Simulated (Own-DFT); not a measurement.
Simulation results for SiC (4H silicon carbide, atoms displaced)

All values are calculated (Own-DFT development build). A calculation, not a measurement: plane-wave PBE density functional theory by an unreviewed code, no spin, of a simulated periodic cell, stress positive in tension, free energy of the whole cell less one offset for each atom, forces on such cells passed a denser k mesh, this cell's mesh not checked; offsets are fitted by least squares, one for each functional and potential file, so energies compare only between cells with the same atoms and settings and are not formation energies; the far tail of each file's local potential was reset to the Coulomb form; each entry is a single point on an unrelaxed cell, so the pressure reflects the starting lattice, mostly measured values (interpolated for alloys), from which strain is counted, and rises with the displacements; printed positions are rounded, which can move forces by about a meV/angstrom; the program, named Own-DFT, is a retired in-house code; no spin-orbit coupling.

Common to all runs: functional PBE; potential files PseudoDojo norm-conserving, scalar-relativistic, standard set; wave cutoff 42 hartree; occupations Fermi-Dirac; smearing width 0.1 eV; hardware one NVIDIA H200; k mesh 3 x 3 x 3 centred on Gamma.

(1) 
```xyz
128
Lattice="12.3308 0.0000 0.0000 -6.1654 10.6788 0.0000 0.0000 0.0000 10.0681" Properties=species:S:1:pos:R:3:force_x:R:1:force_y:R:1:force_z:R:1 formula=SiC free_energy_of_cell_above_offsets=-6.549 pressure=6.06 stress_xx=-5.9 stress_yy=-4.87 stress_zz=-7.39 stress_yz=0.61 stress_xz=0.9 stress_xy=-0.31 wall_time=566.1
Si     6.1531    10.5623     4.1317      0.114      2.606      0.814
Si     0.0255     1.7835     1.4906     -0.494     -2.511      2.412
C      6.1425    10.6647     0.8673      0.221     -0.552      1.506
C      0.0364     1.7272     3.4811      0.655     -0.427     -1.005
Si    -1.4439     2.6168     4.0242     -2.033      2.072      1.348
Si    -1.4594     4.4505     1.6029     -2.771     -1.286      1.967
C     -1.4602     2.6643     1.0519     -1.543      0.881     -2.487
C     -1.5350     4.5431     3.5296      0.651     -2.385     -1.916
Si    -3.0638     5.4397     3.9681     -0.767     -4.375      3.599
Si    -3.0852     7.2017     1.5782      1.912     -2.185      0.074
C      9.2988     5.1334     0.9320     -0.363       2.89      0.066
C     -3.0761     7.0724     3.5006     -1.991      3.605     -2.853
Si    -4.5977     8.0775     4.0520     -1.093     -1.961      1.892
Si    -4.7090     9.7335     1.6009      1.422      2.055     -2.271
C     -4.5431     8.0229     0.9418     -2.856     -0.386        1.1
C     -4.7420     9.7798     3.4016      2.777      0.161      1.018
Si     3.0965     0.0144     4.0299     -0.735      0.375      1.637
Si     3.0264     1.8812     1.4970      1.861     -2.674      1.508
C     -3.0837    10.6522     0.8212     -0.496      0.969       3.73
C      3.1780     1.8137     3.4676     -1.837      0.264      -0.47
Si     1.5404     2.6874     4.0955      1.023     -0.377      -0.34
Si     1.4483     4.5135     1.6056      0.905     -0.929     -0.508
C      1.4859     2.5778     0.8980      0.623      3.456      0.067
C      1.6151     4.4523     3.4299     -0.823      0.045      1.531
Si     0.0448     5.3060     4.1136     -0.551      1.618     -1.484
Si    -0.0641     7.1335     1.5168      2.605     -0.083      2.335
C     -0.1365     5.3637     1.0015      4.009      0.706     -2.576
C     -0.0072     7.0964     3.3814     -0.607       0.09      1.584
Si    -1.6794     8.0015     4.0799      4.141      0.305      0.925
Si    -1.5394     9.7817     1.4574     -0.179      1.245       1.84
C     -1.4492     8.0444     1.0109     -3.219     -0.474     -2.558
C     -1.6035     9.7813     3.4940      1.007     -0.336     -2.041
Si    -0.0104    10.6676     4.0721      0.081      -0.49      0.121
Si     6.1578     1.7261     1.5894     -0.673      0.113     -0.542
C      0.0114    10.6514     0.8207     -0.045       0.73      2.447
C      6.0708     1.8090     3.4698      2.425     -0.792       -0.8
Si     4.6741     2.7451     4.1570     -1.536     -0.779     -1.166
Si     4.6380     4.4346     1.6605     -0.246      0.512     -2.268
C      4.6284     2.6868     0.8589     -0.015      0.099      4.989
C      4.6068     4.4796     3.4526      0.207     -0.625      1.593
Si     3.1465     5.4130     4.1134     -0.969     -1.268     -0.645
Si     3.0900     7.1117     1.4529     -1.943     -0.951       2.68
C      3.0381     5.3031     0.9510      0.125      -0.03     -0.151
C      3.0939     7.0722     3.4057     -0.203       1.04     -0.142
Si     1.5296     7.9549     4.0764     -0.324     -0.048     -0.997
Si     1.5477     9.7910     1.5301      0.577      1.501      1.191
C      1.5483     8.0866     1.1054     -0.491     -3.214     -3.982
C      1.6403     9.6818     3.4268     -1.602       2.59       0.29
Si     9.2694     0.0239     4.0955     -0.359     -1.274     -1.803
Si     9.2873     1.8593     1.5827     -0.296     -2.417      0.409
C      3.1781    10.6088     0.9915     -1.718      2.374     -0.891
C      9.2601     1.7626     3.4875      0.561      0.628     -1.407
Si     7.7347     2.6439     4.0437     -0.463      -0.14      0.279
Si     7.7554     4.4390     1.6284     -1.545     -0.609     -0.605
C      7.6723     2.5836     0.8953      0.819      1.284      2.168
C      7.6855     4.4065     3.4956      0.741      0.986      -0.41
Si     6.1217     5.3306     4.0782      1.354      0.156      0.099
Si     6.1424     7.1735     1.6402      0.285      -0.91     -0.495
C      6.1716     5.3899     1.0962      0.145     -0.671      -2.28
C      6.1696     7.0891     3.4820     -0.031        1.5      0.529
Si     4.5531     8.0404     4.0285      1.149     -1.889      1.298
Si     4.6263     9.7039     1.5445      0.787      2.053      1.508
C      4.5240     8.0115     0.9859      3.278     -0.564     -1.969
C      4.6790     9.7572     3.5628     -1.701      0.777     -2.405
Si     0.1325     0.0486     9.1143     -3.344     -1.353     -0.165
Si     6.1445     8.9618     6.7252      0.629      -1.54     -3.127
C     12.2879     0.0599     6.0643      2.769     -2.057     -2.175
C      6.1554     8.9268     8.5090      0.045     -0.071       1.76
Si     7.6055     7.9828     9.2099      2.533      0.468     -2.351
Si     7.6745     6.2268     6.5877       0.46      0.729      0.002
C     -4.5326     8.0436     6.0369      -4.09     -0.757     -1.848
C      7.7118     6.2564     8.4908     -0.011     -0.917      0.859
Si    -3.0305     5.3060     9.1415     -1.391      0.178     -0.788
Si     9.2973     3.5594     6.6742     -0.805      0.582     -5.939
C     -3.1026     5.4719     5.9312      0.311      -2.21      0.807
C      9.1686     3.4878     8.3709      0.665      0.701      5.317
Si    10.7309     2.6781     9.1081      0.942     -0.845     -0.059
Si    10.8086     0.8408     6.4810      -2.54      3.023      2.087
C     -1.5283     2.7237     5.9315      0.773     -1.282      0.639
C     10.8462     0.8529     8.4367      0.251      1.329      0.298
Si     9.3661     0.0757     9.1646     -1.993     -1.946     -0.604
Si     3.0656     8.8818     6.6221      0.401      0.786     -1.051
C      9.2245     0.0965     5.8630      0.551      -2.17      2.715
C      3.0259     8.9019     8.5023      2.039      0.866      0.059
Si     4.6452     8.0272     9.0878     -1.577     -0.303      0.348
Si     4.5899     6.2470     6.5141       3.26      0.221      3.078
C      4.5747     7.9141     5.9230      0.904      3.401      0.489
C      4.6085     6.2609     8.4600     -0.098     -0.803      0.629
Si     6.1603     5.3809     9.1219     -0.269     -0.034      0.705
Si     6.2596     3.5543     6.5666      -0.89     -0.522      0.547
C      6.1374     5.3243     5.9593      0.308      0.128     -0.193
C      6.1380     3.6012     8.5158     -0.092     -0.868     -0.134
Si     7.6246     2.6744     9.1832      0.288     -1.069     -2.829
Si     7.6850     0.8971     6.5363       0.02     -1.267      0.888
C      7.7499     2.5449     5.8715     -0.176      3.496      1.734
C      7.6531     0.7173     8.4458      3.924      4.222     -0.499
Si     6.2377     0.0325     9.0847     -3.859     -1.048     -0.189
Si     0.0723     8.9159     6.6884     -1.827      0.613     -2.549
C      6.1133     0.1140     5.9343      0.622     -1.665      0.907
C     -0.0260     8.9683     8.5224      0.687     -1.809       0.29
Si     1.5692     8.0425     9.1579     -1.194     -0.601      0.249
Si     1.6626     6.1731     6.5677     -3.665      2.049     -0.172
C      1.5672     8.0416     5.9259     -0.271     -0.907      1.205
C      1.5658     6.2098     8.4188     -0.523      0.017      2.294
Si     3.0175     5.2358     9.1607      1.467      2.901      -0.76
Si     3.1550     3.6046     6.6565     -1.056      0.063     -0.966
C      3.1773     5.4392     6.0043     -2.175     -3.745     -1.825
C      3.0718     3.5601     8.5140     -0.005     -0.879      0.206
Si     4.5880     2.6629     9.2454       0.59     -0.029     -5.868
Si     4.5983     0.9954     6.6749     -0.059     -2.429     -3.366
C      4.6003     2.6747     5.9716      0.832      1.408       0.86
C      4.5060     0.8834     8.3964       3.08      1.611      3.998
Si     3.1203     0.0495     9.1327     -1.421      -2.47     -1.873
Si    -3.0723     8.7994     6.5880      0.871      2.432      2.909
C     -3.0443    10.5736     6.0634     -1.092      2.582     -2.046
C     -3.0827     8.8427     8.5970     -1.223      0.892     -1.312
Si    -1.5509     8.0302     9.0827      0.297      0.092       1.36
Si    -1.5643     6.2569     6.7369      0.004      0.587     -4.107
C     -1.5839     8.0530     5.9813      2.319     -1.222      0.252
C     -1.5234     6.2529     8.5158      0.439     -1.161      1.829
Si     0.0305     5.2839     9.1457      -0.49      2.371     -0.399
Si     0.0407     3.5143     6.6410     -2.143      2.427     -1.214
C     -0.0803     5.4458     5.8821      2.344     -1.695      3.489
C      0.0101     3.5961     8.5113     -1.186     -1.082     -0.018
Si     1.5031     2.7558     9.1383       0.69     -2.658     -0.924
Si     1.5737     0.9283     6.5773      0.289     -0.955      0.877
C      1.5148     2.7585     5.9899      2.379     -1.197      -0.19
C      1.5549     0.8178     8.5089       1.54      3.321      -1.23
```

Units: free_energy_of_cell_above_offsets in eV; pressure, stress_xx, stress_yy, stress_zz, stress_yz, stress_xz, stress_xy in GPa; wall_time in s; force_x, force_y, force_z in eV/Å.

(2) 
```xyz
128
Lattice="12.3308 0.0000 0.0000 -6.1654 10.6788 0.0000 0.0000 0.0000 10.0681" Properties=species:S:1:pos:R:3:force_x:R:1:force_y:R:1:force_z:R:1 formula=SiC free_energy_of_cell_above_offsets=-8.251 pressure=5.53 stress_xx=-4.91 stress_yy=-5.65 stress_zz=-6.04 stress_yz=0.3 stress_xz=-0.65 stress_xy=0.08 wall_time=545.8
Si     6.1265    10.6113     4.1071      0.795      1.941      0.211
Si    -0.0477     1.8456     1.5519      1.078     -0.658      0.868
C     12.2596     0.1067     0.8791      0.269     -1.494      0.745
C     -0.0646     1.7286     3.5229      1.909      0.254     -1.589
Si    -1.4976     2.6266     4.0420      -2.11      0.386      1.197
Si    -1.5917     4.4584     1.6365      2.709     -0.232      0.099
C     -1.5304     2.7796     1.0184     -1.235      -2.54     -1.901
C     -1.5398     4.3808     3.4762     -0.031      1.736      0.695
Si     9.1811     5.3379     4.1811      1.973     -0.345     -3.018
Si    -3.1148     7.0859     1.5463     -0.243      0.819      0.519
C     -2.9997     5.3312     1.0876     -3.229      0.328     -3.044
C     -3.0743     7.0687     3.4173     -1.149      0.943      1.156
Si     7.7084     8.0017     4.0898     -0.384      0.292      0.463
Si    -4.6394     9.7994     1.6307     -0.636      0.295     -2.262
C      7.6536     7.9643     0.8738      1.198      0.684       1.24
C     -4.6414     9.8672     3.4962      0.201      -2.37     -0.388
Si    -3.0493    10.5829     4.0582     -0.919      3.127      0.341
Si     3.0834     1.7280     1.5520      0.218      0.499     -0.166
C     -3.0424    10.5871     0.9167     -0.831      1.078      0.299
C      3.0758     1.8122     3.3780     -0.407     -0.977      2.869
Si     1.4305     2.7567     4.1217      1.887     -3.096     -0.542
Si     1.5001     4.4195     1.6569      2.758      0.042     -1.786
C      1.5607     2.6915     0.9038     -0.302     -1.003      1.977
C      1.6903     4.4245     3.5119     -3.942      1.341      -0.87
Si     0.0019     5.3997     4.0480     -0.236     -1.916      1.164
Si     0.0116     7.0844     1.6044     -0.467     -0.474     -0.599
C      0.0395     5.2315     0.9091     -1.369      2.294      1.733
C     -0.0879     7.1215     3.4829       0.94      1.287     -0.285
Si    -1.6414     8.1053     4.0687       1.17     -4.619      1.682
Si    -1.5087     9.7252     1.5395      0.053      1.287      0.549
C     -1.5968     8.0092     0.9446      1.033     -1.568      1.176
C     -1.5634     9.7071     3.4907       0.96      3.143     -2.088
Si     6.1154     0.0624     4.0863      1.034     -5.752      2.199
Si     6.1789     1.8622     1.5777      0.608     -3.532      1.393
C      0.0778    10.5833     0.9226     -0.957      0.831      2.036
C      6.1337     1.6020     3.5634      0.365      8.616     -2.819
Si     4.6416     2.6411     4.1585     -0.852      0.228     -1.536
Si     4.7621     4.4899     1.5865     -3.421     -1.676      1.498
C      4.6786     2.6483     1.0718      -1.01      1.313     -2.686
C      4.6233     4.4729     3.5036       0.79      0.029     -0.031
Si     3.0432     5.3939     4.1330      2.492     -0.234     -0.013
Si     3.0633     7.1051     1.5544      0.811     -1.413     -0.834
C      3.2068     5.3063     0.9403     -1.981      0.452      0.337
C      3.0684     7.1525     3.3674     -0.861     -0.091      2.753
Si     1.4842     8.0589     4.1229      0.617     -0.155          0
Si     1.5775     9.6956     1.6652     -0.605      1.753     -1.061
C      1.5601     7.9498     0.9502      -0.86      0.784     -0.322
C      1.5575     9.9248     3.5327     -0.418     -2.891     -0.604
Si     3.1722    10.6287     4.0893     -2.395      2.647      1.241
Si     9.2689     1.7217     1.5823      0.635      4.346      2.251
C      9.1689     0.1716     0.9170      0.616     -5.761       0.97
C      9.2225     1.7757     3.4701      0.577      0.226      0.282
Si     7.7209     2.8106     4.1043     -0.168      -4.74       0.51
Si     7.7475     4.4030     1.6055      0.075      0.829     -0.253
C      7.7598     2.6216     1.0627     -0.723      1.614     -2.218
C      7.6620     4.4737     3.4682      0.353      1.061      0.478
Si     6.1716     5.3552     4.1267      -1.71      0.686     -1.251
Si     6.1704     7.1509     1.5261     -1.003      0.007      0.665
C      6.1653     5.3586     0.9525      2.518      0.003      1.729
C      6.1351     7.1899     3.4082      1.207     -1.337      0.551
Si     4.6162     7.9791     4.0329     -0.567      1.074       0.73
Si     4.5035     9.8581     1.5876      2.004     -0.143     -1.681
C      4.5820     7.9949     0.9513      0.207      1.218      0.489
C      4.6219     9.8372     3.4217      0.281     -1.975      0.408
Si    12.1940     0.0535     9.0166       4.51     -2.395      2.072
Si     6.2147     9.0150     6.5838     -1.496     -2.248      1.518
C      0.0849     0.0065     5.9697     -2.043      0.949     -0.678
C      6.1534     8.9472     8.4711     -0.788      -1.13      0.781
Si     7.7060     7.9269     9.1034     -0.118      2.663     -1.609
Si     7.6700     6.2015     6.5306      0.335     -0.176      1.397
C      7.6420     7.9764     6.1641      1.191      0.533     -3.954
C      7.6768     6.2167     8.4021      0.067     -1.508      2.188
Si     9.1900     5.3122     9.1385      1.168     -0.249      0.165
Si     9.2236     3.5849     6.6076      1.683     -0.819      0.276
C     -2.9813     5.3566     5.9512     -4.601     -1.542      0.707
C      9.2871     3.4546     8.5409     -0.386      2.241     -1.026
Si    10.7931     2.6011     9.1165      1.141      1.124      1.388
Si    10.6877     0.9192     6.5808      2.163     -0.199      0.432
C     -1.4816     2.6716     5.9566     -1.228      0.533      0.763
C     10.7608     0.8260     8.5292     -2.159      2.569     -1.933
Si     9.2932     0.0139     9.2176     -1.345     -1.276     -2.255
Si     3.2230     8.8124     6.6295     -2.927      2.304      0.494
C      9.2316     0.0595     5.9636      -0.46     -1.834      0.537
C      3.0261     8.8857     8.5560      0.913      0.706     -0.334
Si     4.5472     7.9930     9.1791      1.269      0.653     -1.369
Si     4.6440     6.1620     6.6365     -1.423      1.963      0.279
C      4.6776     8.0381     5.9613      0.631     -1.327     -0.837
C      4.5468     6.2479     8.5077      1.826     -0.817      0.404
Si     6.1812     5.2754     9.2834     -0.615      1.197     -5.163
Si     6.0709     3.5294     6.5832      3.288      1.648      0.682
C      6.0920     5.3806     5.9566      2.081     -1.692      0.114
C      6.2189     3.5648     8.4507     -0.913      0.143      1.378
Si     7.7448     2.6807     9.0823     -1.024     -1.786      1.469
Si     7.6366     0.9256     6.7337      1.391      -0.84     -2.764
C      7.7421     2.7144     6.0006     -1.746     -0.001      -0.03
C      7.7733     0.8078     8.5322     -1.642      1.235      0.953
Si     0.0020    10.5746     9.1978     -0.384      2.331     -1.679
Si     0.0179     8.8684     6.6093     -1.177     -0.167      0.049
C      0.0401    10.6258     5.9699     -1.076      0.626      0.643
C     -0.1292     8.9046     8.4926      1.739      -1.16      0.225
Si     1.4721     8.0389     9.0822      0.146     -0.105      0.716
Si     1.5197     6.2483     6.6408      0.393     -2.283      0.028
C      1.5469     7.9346     6.0791      0.883      1.949     -1.937
C      1.5428     6.2726     8.5048     -1.358     -0.491      0.369
Si     3.0444     5.3863     9.1212      0.193       -1.6      0.669
Si     3.0831     3.4778     6.6412     -0.237      0.437      0.329
C      3.1158     5.2312     6.0211     -1.005      1.935     -0.215
C      3.0516     3.4984     8.5546     -0.613      1.727       -0.8
Si     4.5962     2.7518     9.1145      1.178     -1.513      1.235
Si     4.5677     0.7631     6.5938      1.801      1.462      0.973
C      4.6607     2.6700     6.0440      -2.32     -2.481     -1.263
C      4.5784     0.9695     8.5109      1.107     -1.382     -0.015
Si    -3.0668    10.6724     9.0815     -1.253     -0.406      0.011
Si    -3.1472     8.9291     6.5623      1.485      -3.61      1.909
C     -3.0830    10.5596     5.9846     -0.571      3.259     -1.747
C     -3.0347     8.8806     8.4237     -0.712     -0.366      1.811
Si    -1.5373     7.9365     9.2284     -1.302      0.804     -3.362
Si    -1.5758     6.1483     6.5229      2.231      3.588      2.427
C     -1.5718     7.9845     5.9601     -0.094      0.128     -0.288
C     -1.5425     6.1732     8.5038     -1.671      0.611     -0.386
Si    -0.0673     5.3969     9.1362      2.232      -1.83      0.051
Si     0.0005     3.6008     6.6716      0.498     -1.179      -0.22
C     -0.0501     5.3438     5.9919      1.704     -0.275     -0.684
C      0.0595     3.5633     8.6061     -2.508      0.742     -2.034
Si     1.4701     2.6456     9.1682      1.998      -0.75     -1.089
Si     1.5699     0.9061     6.5796     -0.204     -0.273     -0.614
C      1.5576     2.6401     5.9558     -0.289      0.942      0.658
C      1.4406     0.8879     8.3808       1.12      0.208      2.523
```

Units: free_energy_of_cell_above_offsets in eV; pressure, stress_xx, stress_yy, stress_zz, stress_yz, stress_xz, stress_xy in GPa; wall_time in s; force_x, force_y, force_z in eV/Å.
